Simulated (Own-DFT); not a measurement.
Hf36O71 (tetragonal hafnia with one neutral oxygen vacancy, atoms displaced) (calculated)

All values are calculated (Own-DFT development build). A calculation, not a measurement: plane-wave PBE and HSE06 DFT by an unreviewed code, no spin, of a simulated cell at Gamma alone, so results move with cell size and shape, stress positive in tension, energies less offsets, not probed for a lower state with spin; hafnium file: forces about 75 meV/angstrom off all-electron values; oxygen file: force components 24 meV/angstrom off all-electron in a glass; k mesh not checked against a denser one; forces and stress are PBE's, HSE06 gives the energy alone, and its difference from PBE has offsets of its own; offsets are fitted by least squares, one for each functional and potential file, so energies compare only between cells with the same atoms and settings and are not formation energies; the far tail of each file's local potential was reset to the Coulomb form; each entry is a single point on an unrelaxed cell, so the pressure reflects the starting lattice, taken from the Materials Project, from which strain is counted, and rises with the displacements; printed positions are rounded, which can move forces by about a meV/angstrom; the program is a retired in-house code; no spin-orbit coupling.

Common to all runs: first functional PBE; second functional HSE06; exact exchange share 0.25; screening 0.11 1/bohr; exchange divergence Gygi-Baldereschi; potential files PseudoDojo norm-conserving, scalar-relativistic, made for PBE, standard set; wave cutoff 48 hartree; occupations fixed; k mesh 1 x 1 x 1 centred on Gamma.

(1) 
```cif
# cell vector a (Å): 10.7800 0.0000 0.0000
# cell vector b (Å): 0.0000 10.7800 0.0000
# cell vector c (Å): 0.0000 0.0000 10.4493
data_Hf36O71
_symmetry_space_group_name_H-M 'P 1'
_symmetry_Int_Tables_number 1
_cell_length_a 10.7800
_cell_length_b 10.7800
_cell_length_c 10.4493
_cell_angle_alpha 90.000
_cell_angle_beta 90.000
_cell_angle_gamma 90.000
_cell_volume 1214.30
loop_
_atom_site_label
_atom_site_type_symbol
_atom_site_fract_x
_atom_site_fract_y
_atom_site_fract_z
_atom_site_occupancy
Hf1 Hf 0.00189 0.00295 0.99827 1
Hf2 Hf 0.16820 0.15878 0.25630 1
O1 O 0.99784 0.16829 0.16215 1
O2 O 0.16405 0.00256 0.34095 1
O3 O 0.99429 0.16199 0.40073 1
O4 O 0.17318 0.99644 0.09180 1
Hf3 Hf 0.99393 0.00690 0.50231 1
Hf4 Hf 0.16619 0.16147 0.74629 1
O5 O 0.99867 0.16910 0.65080 1
O6 O 0.17576 0.00505 0.85228 1
O7 O 0.00249 0.16404 0.90905 1
O8 O 0.17149 0.98934 0.60048 1
Hf5 Hf 0.99637 0.33006 0.00126 1
Hf6 Hf 0.16840 0.49968 0.24814 1
O9 O 0.99423 0.49779 0.15401 1
O10 O 0.16375 0.34620 0.34983 1
O11 O 0.00075 0.50115 0.40274 1
O12 O 0.16429 0.33152 0.10001 1
Hf7 Hf 0.00200 0.33882 0.50499 1
Hf8 Hf 0.16769 0.49787 0.75270 1
O13 O 0.99235 0.49592 0.66223 1
O14 O 0.16960 0.33179 0.85556 1
O15 O 0.00223 0.50231 0.90465 1
O16 O 0.17085 0.33046 0.58921 1
Hf9 Hf 0.99764 0.66678 0.99769 1
Hf10 Hf 0.17183 0.84100 0.24859 1
O17 O 0.00679 0.83776 0.15661 1
O18 O 0.16019 0.67196 0.34478 1
O19 O 0.00250 0.83651 0.40621 1
O20 O 0.17293 0.67016 0.10834 1
Hf11 Hf 0.00743 0.67137 0.50603 1
Hf12 Hf 0.16525 0.84061 0.74161 1
O21 O 0.01188 0.84248 0.65005 1
O22 O 0.16392 0.66524 0.85021 1
O23 O 0.99506 0.83846 0.90410 1
O24 O 0.16924 0.66681 0.59110 1
Hf13 Hf 0.33765 0.99872 0.00618 1
Hf14 Hf 0.50197 0.17680 0.25054 1
O25 O 0.33824 0.15490 0.15144 1
O26 O 0.50068 0.99533 0.35328 1
O27 O 0.33142 0.16346 0.40151 1
O28 O 0.49947 0.99854 0.10013 1
Hf15 Hf 0.33206 0.99895 0.50058 1
Hf16 Hf 0.50453 0.16069 0.75160 1
O29 O 0.33581 0.15704 0.65416 1
O30 O 0.49190 0.99161 0.84871 1
O31 O 0.32203 0.17231 0.90335 1
O32 O 0.50535 0.99981 0.58700 1
Hf17 Hf 0.33607 0.33757 0.99590 1
Hf18 Hf 0.50122 0.50179 0.24965 1
O33 O 0.33215 0.49940 0.15375 1
O34 O 0.49614 0.33816 0.35682 1
O35 O 0.33550 0.49614 0.40082 1
O36 O 0.50122 0.33195 0.10050 1
Hf19 Hf 0.32884 0.33986 0.50824 1
Hf20 Hf 0.49222 0.50462 0.75711 1
O37 O 0.32750 0.50113 0.65816 1
O38 O 0.50375 0.33714 0.84564 1
O39 O 0.33557 0.50160 0.90294 1
O40 O 0.49327 0.32251 0.59103 1
Hf21 Hf 0.33676 0.66854 0.00563 1
Hf22 Hf 0.50031 0.83171 0.24146 1
O41 O 0.32560 0.83311 0.14639 1
O42 O 0.49194 0.66769 0.35314 1
O43 O 0.33812 0.83141 0.40628 1
O44 O 0.50376 0.66584 0.10234 1
Hf23 Hf 0.33327 0.66119 0.50252 1
Hf24 Hf 0.49250 0.83443 0.75087 1
O45 O 0.34052 0.83528 0.65777 1
O46 O 0.50006 0.66522 0.85798 1
O47 O 0.33242 0.83220 0.90062 1
O48 O 0.49764 0.66763 0.59941 1
Hf25 Hf 0.66809 0.00421 0.99684 1
Hf26 Hf 0.83125 0.16568 0.25361 1
O49 O 0.66648 0.16559 0.14377 1
O50 O 0.83283 0.00697 0.35295 1
O51 O 0.66215 0.16394 0.40057 1
O52 O 0.83397 0.99788 0.08900 1
Hf27 Hf 0.66734 0.99396 0.50362 1
Hf28 Hf 0.83099 0.16477 0.75355 1
O53 O 0.66952 0.16371 0.64684 1
O54 O 0.83820 0.00894 0.84674 1
O55 O 0.66736 0.16187 0.90849 1
O56 O 0.83738 0.99151 0.60081 1
Hf29 Hf 0.67213 0.33296 0.99806 1
Hf30 Hf 0.82684 0.50119 0.25579 1
O57 O 0.66649 0.49485 0.15799 1
O58 O 0.83642 0.33488 0.35091 1
O59 O 0.83049 0.32741 0.09703 1
Hf31 Hf 0.66948 0.33620 0.50074 1
Hf32 Hf 0.82854 0.50349 0.74823 1
O60 O 0.66731 0.50076 0.66224 1
O61 O 0.82543 0.33065 0.84334 1
O62 O 0.66342 0.50126 0.91057 1
O63 O 0.83030 0.33182 0.59806 1
Hf33 Hf 0.66812 0.66173 0.99689 1
Hf34 Hf 0.84200 0.81933 0.24840 1
O64 O 0.66614 0.83672 0.14614 1
O65 O 0.83773 0.67008 0.35009 1
O66 O 0.66175 0.83257 0.39857 1
O67 O 0.83556 0.66366 0.10483 1
Hf35 Hf 0.66896 0.66880 0.50349 1
Hf36 Hf 0.82886 0.83447 0.75242 1
O68 O 0.66094 0.82859 0.64311 1
O69 O 0.83485 0.67622 0.85137 1
O70 O 0.66037 0.82874 0.89274 1
O71 O 0.83935 0.67009 0.58898 1
_calc_PBE_energy_of_cell_above_offsets '-96.611'  # eV
_calc_HSE06_less_PBE_above_offsets '0.084'  # eV
_calc_PBE_pressure 2.3  # GPa
_calc_PBE_stress_xx -3.18  # GPa
_calc_PBE_stress_yy -1.23  # GPa
_calc_PBE_stress_zz -2.48  # GPa
_calc_PBE_stress_yz 1.19  # GPa
_calc_PBE_stress_xz -0.11  # GPa
_calc_PBE_stress_xy 0  # GPa
```

Force:
```csv
element,x (eV/Å),y (eV/Å),z (eV/Å)
Hf,0.275,-0.854,1.304
Hf,0.497,3.293,-1.524
O,0.462,-0.353,-0.801
O,0.251,-0.969,1.786
O,0.894,1.877,0.757
O,-1.655,0.506,1.012
Hf,0.34,-1.406,-0.702
Hf,1.313,0.412,1.46
O,0.128,-0.282,0.361
O,-0.997,-0.922,-1.25
O,-0.213,1.167,-1.102
O,-0.892,1.187,-0.361
Hf,1.491,0.881,1.163
Hf,-1.365,1.021,-0.126
O,0.327,0.038,-0.045
O,-0.045,-2.751,0.344
O,-0.31,0.511,1.288
O,0.519,0.143,-0.504
Hf,-0.923,-0.175,-1.826
Hf,-1.58,0.377,1.873
O,1.71,-0.149,-1.021
O,-0.581,0.637,-1.791
O,-0.714,-0.706,0.095
O,-2.068,0.013,2.553
Hf,1.822,0.02,0.875
Hf,-0.861,-2.167,0.46
O,-0.935,-0.249,-0.494
O,0.413,-0.553,0.562
O,-0.564,0.201,0.084
O,-1.126,-0.529,-1.815
Hf,-0.196,0.052,-2.775
Hf,1.849,-0.326,2.548
O,-2.872,-1.15,0.244
O,-0.091,0.129,-0.793
O,0.149,-0.472,-0.44
O,0.111,-0.209,1.795
Hf,-0.347,0.716,-1.258
Hf,0.018,-1.6,0.748
O,-0.597,0.71,0.658
O,-0.234,0.556,-1.595
O,-0.548,0.972,0.353
O,1.021,-0.444,-0.353
Hf,1.905,0.201,-0.902
Hf,-0.937,0.65,-0.891
O,-0.307,0.028,0.406
O,0.545,2.31,-0.101
O,1.484,-0.452,0.089
O,-1.38,0.196,2.21
Hf,-1.216,-1.233,1.137
Hf,-1.14,-0.083,0.99
O,0.943,-0.045,-0.52
O,0.969,0.21,-1.372
O,-0.359,1.175,0.696
O,0.065,0.103,-0.294
Hf,2.106,-1.301,-3.035
Hf,0.629,0.093,-0.308
O,0.958,-0.227,-0.876
O,-0.016,-0.979,-0.063
O,0.051,0.199,-0.395
O,1.557,0.542,1.436
Hf,-1.221,0.624,-0.225
Hf,0.538,1.236,1.635
O,2.552,0.035,0.084
O,0.896,-0.783,-0.796
O,-0.994,0.032,-0.037
O,-0.067,-0.133,-0.021
Hf,1.063,0.842,-1.945
Hf,1.778,-1.231,0.633
O,-2.218,-0.113,-1.286
O,-0.075,-0.042,-0.736
O,0.257,-0.611,0.505
O,0.303,-0.945,0.517
Hf,-0.222,-2.509,2.079
Hf,-0.249,-0.134,-0.105
O,-0.09,-0.008,0.87
O,0.083,-1.763,-0.388
O,0.218,1.202,0.154
O,0.107,0.198,0.412
Hf,0.195,0.36,-2.217
Hf,0.16,0.906,-1.567
O,-0.144,-0.132,1.322
O,-0.581,-2.102,0.096
O,-0.564,1.454,-2.183
O,-0.846,0.054,0.623
Hf,-0.921,-0.737,0.975
Hf,1.926,-0.212,0.163
O,0.085,0.245,-0.05
O,-0.882,0.012,-0.03
O,0.269,0.337,-0.181
Hf,-1.006,-0.895,-0.688
Hf,0.765,-0.49,1.072
O,-1.244,0.135,-1.004
O,0.131,0.868,0.672
O,0.632,-0.403,-0.818
O,0.41,0.399,0.069
Hf,-0.291,2.479,1.018
Hf,-0.959,2.959,-0.296
O,0.755,-0.596,0.389
O,-0.765,-1.507,0.404
O,0.684,-1.014,0.123
O,-0.562,0.475,-0.582
Hf,-0.942,0.681,-0.931
Hf,0.14,1.245,-0.675
O,1.076,0.105,1.008
O,-0.137,-1.895,-0.174
O,1.112,0.797,0.3
O,-0.889,0.036,1.86
```

(2) 
```cif
# cell vector a (Å): 10.7800 0.0000 0.0000
# cell vector b (Å): 0.0000 10.7800 0.0000
# cell vector c (Å): 0.0000 0.0000 10.4493
data_Hf36O71
_symmetry_space_group_name_H-M 'P 1'
_symmetry_Int_Tables_number 1
_cell_length_a 10.7800
_cell_length_b 10.7800
_cell_length_c 10.4493
_cell_angle_alpha 90.000
_cell_angle_beta 90.000
_cell_angle_gamma 90.000
_cell_volume 1214.30
loop_
_atom_site_label
_atom_site_type_symbol
_atom_site_fract_x
_atom_site_fract_y
_atom_site_fract_z
_atom_site_occupancy
Hf1 Hf 0.99970 0.00420 0.99603 1
Hf2 Hf 0.16880 0.16353 0.24852 1
O1 O 0.99724 0.16571 0.14701 1
O2 O 0.16632 0.00045 0.34789 1
O3 O 0.00030 0.16246 0.40102 1
O4 O 0.16635 0.00055 0.09923 1
Hf3 Hf 0.00050 0.99819 0.50293 1
Hf4 Hf 0.17047 0.16447 0.75393 1
O5 O 0.00178 0.16569 0.65981 1
O6 O 0.16338 0.00351 0.84856 1
O7 O 0.99673 0.16506 0.90396 1
O8 O 0.16673 0.99502 0.59623 1
Hf5 Hf 0.99997 0.33066 0.99705 1
Hf6 Hf 0.16650 0.50269 0.25158 1
O9 O 0.99875 0.49830 0.14934 1
O10 O 0.16265 0.33731 0.34779 1
O11 O 0.00769 0.49878 0.39900 1
O12 O 0.16577 0.32904 0.09976 1
Hf7 Hf 0.00405 0.33792 0.50268 1
Hf8 Hf 0.16457 0.49518 0.74574 1
O13 O 0.99735 0.50023 0.65210 1
O14 O 0.17344 0.33075 0.84454 1
O15 O 0.99827 0.49706 0.90001 1
O16 O 0.16727 0.33516 0.60189 1
Hf9 Hf 0.99520 0.66563 0.00173 1
Hf10 Hf 0.16801 0.83747 0.25199 1
O17 O 0.99752 0.83627 0.14908 1
O18 O 0.16552 0.66841 0.34810 1
O19 O 0.99869 0.83726 0.40355 1
O20 O 0.17000 0.66881 0.09420 1
Hf11 Hf 0.00238 0.67035 0.50368 1
Hf12 Hf 0.16298 0.83771 0.75034 1
O21 O 0.99917 0.83451 0.65494 1
O22 O 0.16642 0.66850 0.84794 1
O23 O 0.99667 0.83568 0.90670 1
O24 O 0.16648 0.66642 0.59832 1
Hf13 Hf 0.33495 0.99783 0.99945 1
Hf14 Hf 0.49934 0.16491 0.25204 1
O25 O 0.33382 0.16943 0.15003 1
O26 O 0.49904 0.99842 0.35066 1
O27 O 0.33609 0.16944 0.40448 1
O28 O 0.49967 0.99879 0.09766 1
Hf15 Hf 0.33533 0.00214 0.49844 1
Hf16 Hf 0.49883 0.16990 0.75185 1
O29 O 0.33011 0.16436 0.65313 1
O30 O 0.49974 0.99684 0.85017 1
O31 O 0.33596 0.16596 0.90078 1
O32 O 0.49962 0.00234 0.59978 1
Hf17 Hf 0.33224 0.33003 0.00802 1
Hf18 Hf 0.49473 0.50328 0.25110 1
O33 O 0.33022 0.49909 0.15159 1
O34 O 0.49964 0.34016 0.34801 1
O35 O 0.49362 0.33124 0.10131 1
Hf19 Hf 0.33716 0.33364 0.49974 1
Hf20 Hf 0.49961 0.49607 0.74983 1
O36 O 0.33353 0.50520 0.64590 1
O37 O 0.49900 0.33567 0.84313 1
O38 O 0.33245 0.50056 0.90269 1
O39 O 0.49801 0.33304 0.60009 1
Hf21 Hf 0.33356 0.67145 0.99684 1
Hf22 Hf 0.49831 0.83438 0.24298 1
O40 O 0.33204 0.83725 0.15444 1
O41 O 0.49810 0.66618 0.34130 1
O42 O 0.33237 0.83242 0.40127 1
O43 O 0.49523 0.66622 0.09639 1
Hf23 Hf 0.33097 0.66117 0.50372 1
Hf24 Hf 0.50073 0.82807 0.74931 1
O44 O 0.33138 0.83216 0.64621 1
O45 O 0.50096 0.66712 0.84385 1
O46 O 0.33362 0.83524 0.90581 1
O47 O 0.49362 0.66223 0.59195 1
Hf25 Hf 0.67002 0.99907 0.99872 1
Hf26 Hf 0.83070 0.16522 0.24400 1
O48 O 0.66425 0.17284 0.15130 1
O49 O 0.83195 0.00495 0.35075 1
O50 O 0.66827 0.16795 0.40200 1
O51 O 0.82980 0.00162 0.10140 1
Hf27 Hf 0.66976 0.00132 0.49690 1
Hf28 Hf 0.83539 0.16602 0.74994 1
O52 O 0.66355 0.16148 0.65313 1
O53 O 0.83576 0.00026 0.85178 1
O54 O 0.67012 0.16788 0.90451 1
O55 O 0.83592 0.00204 0.60179 1
Hf29 Hf 0.66747 0.33328 0.99966 1
Hf30 Hf 0.83045 0.50283 0.24996 1
O56 O 0.66640 0.50126 0.14938 1
O57 O 0.83134 0.33340 0.34557 1
O58 O 0.67101 0.50242 0.39779 1
O59 O 0.83057 0.32943 0.09776 1
Hf31 Hf 0.66723 0.33210 0.50080 1
Hf32 Hf 0.83395 0.50003 0.75017 1
O60 O 0.66709 0.50098 0.65357 1
O61 O 0.83605 0.33351 0.84692 1
O62 O 0.66615 0.49898 0.90375 1
O63 O 0.83534 0.33280 0.59764 1
Hf33 Hf 0.66257 0.66470 0.99865 1
Hf34 Hf 0.83604 0.83518 0.24836 1
O64 O 0.66739 0.83183 0.15353 1
O65 O 0.83539 0.66810 0.34685 1
O66 O 0.66769 0.83414 0.40133 1
O67 O 0.83377 0.67019 0.09882 1
Hf35 Hf 0.67158 0.66636 0.50005 1
Hf36 Hf 0.83554 0.83301 0.75111 1
O68 O 0.66669 0.83377 0.65320 1
O69 O 0.83390 0.66669 0.85055 1
O70 O 0.66421 0.83499 0.90418 1
O71 O 0.83206 0.66113 0.59764 1
_calc_PBE_energy_of_cell_above_offsets '-101.248'  # eV
_calc_HSE06_less_PBE_above_offsets '-0.156'  # eV
_calc_PBE_pressure 0.6  # GPa
_calc_PBE_stress_xx -0.29  # GPa
_calc_PBE_stress_yy -0.44  # GPa
_calc_PBE_stress_zz -1.05  # GPa
_calc_PBE_stress_yz 0.29  # GPa
_calc_PBE_stress_xz -0.31  # GPa
_calc_PBE_stress_xy -0.01  # GPa
```

Force:
```csv
element,x (eV/Å),y (eV/Å),z (eV/Å)
Hf,-0.185,-0.759,1.414
Hf,-1.283,0.874,0.052
O,0.6,-0.1,0.474
O,0.332,0.25,0.055
O,0.32,0.817,0.647
O,0.181,0.195,-0.255
Hf,-0.103,1.329,-0.477
Hf,-0.181,0.639,-0.753
O,0.256,0.04,-0.432
O,0.027,-0.882,0.437
O,0.134,0.773,-0.588
O,-0.041,0.137,0.249
Hf,-0.322,0.515,0.983
Hf,-0.605,-0.099,-0.269
O,-0.075,0.279,0.044
O,0.83,-0.943,0.065
O,-0.665,0.877,0.909
O,-0.24,-0.057,-0.371
Hf,-0.221,-0.894,-1.202
Hf,0.728,0.791,0.972
O,0.361,-0.005,-0.356
O,-0.609,0.22,0.583
O,0.237,0.283,-0.048
O,0.273,0.22,-0.478
Hf,1.19,-0.108,-0.097
Hf,-0.145,-0.622,-0.315
O,0.615,-0.139,0.664
O,0.095,0.014,0.059
O,0.005,-0.683,0.042
O,-0.762,0.087,0.319
Hf,-0.04,-0.78,-1.142
Hf,1.242,-0.853,0.021
O,-0.202,-0.451,-0.354
O,-0.165,-0.025,-0.772
O,0.128,-0.358,-0.732
O,-0.727,-0.041,0.147
Hf,0.186,0.638,0.187
Hf,0.194,0.614,-0.203
O,0.064,-0.482,0.545
O,0.076,0.372,-0.481
O,-0.086,-0.11,-0.618
O,0.302,0.142,0.279
Hf,0.351,-1.307,0.545
Hf,-0.205,-1.569,-0.216
O,0.523,0.094,-0.15
O,-0.002,0.434,-0.37
O,-0.013,-0.141,0.329
O,0.094,-0.099,-0.565
Hf,-0.385,0.775,-0.944
Hf,0.382,-0.183,-0.6
O,0.196,-0.09,0.724
O,-0.342,-0.934,0.527
O,1.313,0.138,-0.477
Hf,-0.714,0.966,-0.291
Hf,-0.443,0.904,-0.376
O,-0.308,-0.617,0.299
O,0.254,-0.53,0.825
O,0.23,-0.086,-0.039
O,0.424,-0.055,-0.163
Hf,-1.137,-1.44,-0.034
Hf,0.239,-0.209,1.281
O,-0.016,0.066,-0.568
O,-0.228,0.297,0.377
O,-0.12,0.186,0.071
O,0.635,0.286,-0.261
Hf,0.079,0.569,-1.285
Hf,-0.487,1.563,-0.766
O,0.107,0.054,1.338
O,0.157,-0.546,0.415
O,-0.106,0.073,-0.844
O,1.867,0.375,0.33
Hf,-0.736,0.144,0.034
Hf,0.627,0.728,0.772
O,-0.527,-0.423,0.233
O,-0.223,-0.864,-0.247
O,-0.604,0.114,0.002
O,0.361,0.039,-0.229
Hf,-0.447,-0.261,0.644
Hf,-0.461,-0.001,-0.136
O,0.686,0.626,0.037
O,-0.278,-0.241,-0.294
O,-0.256,-0.134,-0.314
O,-0.376,-0.234,-0.079
Hf,-0.355,-0.067,0.825
Hf,0.152,-0.692,-0.008
O,-0.233,0.12,0.024
O,0.072,0.119,0.026
O,-0.047,-0.232,0.813
O,0.494,0.207,-0.572
Hf,0.521,0.532,-0.528
Hf,-0.181,-0.147,0.293
O,-0.209,-0.182,-0.117
O,-0.249,-0.04,-0.033
O,-0.039,0.154,-0.412
O,-0.449,-0.1,-0.026
Hf,0.443,0.213,0.6
Hf,-0.462,0.185,0.307
O,-0.12,0.027,-0.275
O,0.135,0.14,0.301
O,0.091,-0.282,0.408
O,-0.682,-0.184,-0.103
Hf,-1.23,0.15,-0.604
Hf,-0.776,0.352,0.555
O,0.334,-0.369,0.041
O,-0.051,0.026,-0.356
O,0.264,-0.611,-0.183
O,0.743,0.5,0.29
```
